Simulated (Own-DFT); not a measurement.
Simulation results for Si24O47 (quartz with one neutral oxygen vacancy, atoms displaced)

Computed with Own-DFT development build. A calculation, not a measurement: plane-wave PBE and HSE06 DFT by an unreviewed code, no spin, of a simulated cell at Gamma alone, so results move with cell size and shape, stress positive in tension, energies less offsets, not probed for a lower state with spin; oxygen file: force components 24 meV/angstrom off all-electron in a glass; k mesh not checked against a denser one; forces and stress are PBE's, HSE06 gives the energy alone, and its difference from PBE has offsets of its own; offsets are fitted by least squares, one for each functional and potential file, so energies compare only between cells with the same atoms and settings and are not formation energies; the far tail of each file's local potential was reset to the Coulomb form; each entry is a single point on an unrelaxed cell, so the pressure reflects the starting lattice, mostly measured values (interpolated for alloys), from which strain is counted, and rises with the displacements; printed positions are rounded, which can move forces by about a meV/angstrom; the program, named Own-DFT, is a retired in-house code; no spin-orbit coupling.

Entry: Si24O47 (quartz with one neutral oxygen vacancy, atoms displaced)

```
Si24O47
1.0
      9.8268     0.0000     0.0000
     -4.9134     8.5103     0.0000
      0.0000     0.0000    10.8104
Si O Si O Si O Si O Si O Si O Si O Si O
3 6 3 6 3 5 3 6 3 6 3 6 3 6 3 6
Direct
  0.22592 0.98810 0.99817
  0.99669 0.22859 0.33269
  0.26479 0.26180 0.16496
  0.20440 0.12144 0.06281
  0.42233 0.29552 0.21848
  0.36004 0.07478 0.38966
  0.06538 0.36851 0.44094
  0.13091 0.20977 0.26724
  0.30373 0.43607 0.11187
  0.23923 0.99629 0.50313
  0.99754 0.22978 0.84113
  0.26798 0.25279 0.67251
  0.22218 0.14179 0.56398
  0.42645 0.29062 0.71522
  0.37021 0.08212 0.89656
  0.08716 0.37730 0.93540
  0.13814 0.20193 0.78107
  0.30020 0.43111 0.60692
  0.22939 0.49489 0.99854
  0.00511 0.73833 0.33103
  0.26914 0.78051 0.16485
  0.19981 0.62947 0.06747
  0.35907 0.55908 0.40011
  0.06794 0.86996 0.43288
  0.13857 0.70127 0.28247
  0.30547 0.93521 0.10667
  0.23620 0.50083 0.49887
  0.99825 0.73261 0.83426
  0.27052 0.76380 0.67100
  0.20582 0.63693 0.56066
  0.42731 0.80092 0.72701
  0.37177 0.56936 0.88730
  0.07757 0.87110 0.94095
  0.15156 0.71745 0.76703
  0.29802 0.92522 0.60621
  0.72529 0.99671 0.00142
  0.49478 0.23091 0.32787
  0.76821 0.26926 0.16195
  0.71512 0.13827 0.05584
  0.92374 0.28967 0.22300
  0.85947 0.06737 0.38476
  0.57673 0.36911 0.44781
  0.62687 0.20049 0.27817
  0.78694 0.42532 0.10635
  0.73836 0.99960 0.49672
  0.50836 0.24312 0.83588
  0.76787 0.26402 0.66402
  0.70969 0.13491 0.55759
  0.93353 0.29869 0.71896
  0.87156 0.07095 0.89652
  0.57709 0.36963 0.94526
  0.63403 0.21581 0.77042
  0.80102 0.43449 0.59902
  0.74380 0.51164 0.00956
  0.49722 0.73115 0.34149
  0.76463 0.75256 0.17228
  0.70824 0.63468 0.05958
  0.92385 0.80172 0.22686
  0.86964 0.57407 0.39725
  0.58002 0.86247 0.45151
  0.63095 0.70308 0.27356
  0.77781 0.91959 0.10901
  0.73469 0.50014 0.49991
  0.49619 0.73520 0.83740
  0.75850 0.76356 0.66716
  0.71189 0.64404 0.55256
  0.93323 0.78735 0.72594
  0.87243 0.58133 0.89102
  0.57006 0.86313 0.94549
  0.62425 0.69878 0.77238
  0.80142 0.92737 0.60390
```

* first functional: PBE
* second functional: HSE06
* exact exchange share: 0.25
* screening: 0.11 1/bohr
* exchange divergence: Gygi-Baldereschi
* potential files: PseudoDojo norm-conserving, scalar-relativistic, made for PBE, standard set
* wave cutoff: 48 hartree
* occupations: fixed
* k mesh: 1 x 1 x 1 centred on Gamma
* PBE energy of cell above offsets: -17.688 eV
* HSE06 less PBE above offsets: -0.360 eV
* PBE pressure: 8.77 GPa
* PBE stress xx: -10.05 GPa
* PBE stress yy: -8.88 GPa
* PBE stress zz: -7.38 GPa
* PBE stress yz: -1.66 GPa
* PBE stress xz: -0.5 GPa
* PBE stress xy: -3.46 GPa

Force:
```tsv
element	x (eV/Å)	y (eV/Å)	z (eV/Å)
Si	4.679	6.864	1.192
Si	-0.618	2.869	0.454
Si	-2.943	0.467	-2.281
O	-1.317	1.203	0.691
O	4.569	0.205	2.683
O	0.173	-0.598	-0.263
O	0.252	-1.181	-0.842
O	0.297	-0.751	0.584
O	-0.816	-0.847	-1.297
Si	-2.492	0.374	-0.87
Si	1.459	2.321	-4.412
Si	-6.465	4.812	-0.44
O	-0.004	-4.555	-4.077
O	6.992	1.121	4.571
O	-0.213	-0.888	0.14
O	-4.64	-5.37	-2.746
O	-1.302	-0.157	0.771
O	-0.034	-1.935	1.072
Si	5.552	6.284	3.938
Si	-1.041	-2.016	0.823
Si	3.962	-6.088	4.226
O	0.234	0.299	-0.858
O	4.075	3.617	-4.902
O	1.168	2.455	2.215
O	-0.12	1.094	-1.682
O	-1.142	2.576	-1.382
Si	-3.581	-2.562	5.144
Si	4.417	3.032	-2.209
Si	1.024	1.186	-6.916
O	0.724	-0.838	-0.93
O	4.775	0.662	2.399
O	-1.939	-1.655	2.21
O	-3.596	-5.384	-2.858
O	-7.855	-2.381	7.795
O	0.322	0.389	0.073
Si	3.696	-0.087	0.539
Si	-1.218	2.896	2.179
Si	-0.831	-2.346	2.909
O	-1.775	1.359	0.066
O	0.552	0.341	0.273
O	0.409	-0.482	-0.154
O	-2.268	-3.666	-3.406
O	2.793	0.552	-2.773
O	1.576	0.409	1.778
Si	0.969	1.487	2.283
Si	-3.121	-0.179	-0.732
Si	-0.962	2.449	-0.697
O	0.066	-0.863	-0.62
O	1.543	-0.926	2.613
O	-1.662	-1.973	1.357
O	0.598	1.502	0.474
O	2.411	-0.474	-0.73
O	1.971	-2.448	3.209
Si	-0.15	-3.079	-6.137
Si	-1.715	-0.451	-1.696
Si	-5.63	3.461	-1.683
O	-1.68	1.423	0.445
O	4.938	0.162	1.655
O	0.763	1.386	-2.3
O	-2.074	-2.659	-1.418
O	-0.773	-0.797	1.122
O	1.103	-1.146	0.778
Si	-0.35	2.468	-0.127
Si	0.154	0.335	-2.321
Si	2.396	-0.19	-0.056
O	-0.038	-0.678	0.198
O	-3.369	0.742	-2.017
O	-1.593	-4.228	3.427
O	-1.578	-0.775	-0.885
O	0.522	0.697	0.11
O	-0.227	1.156	0.325
```
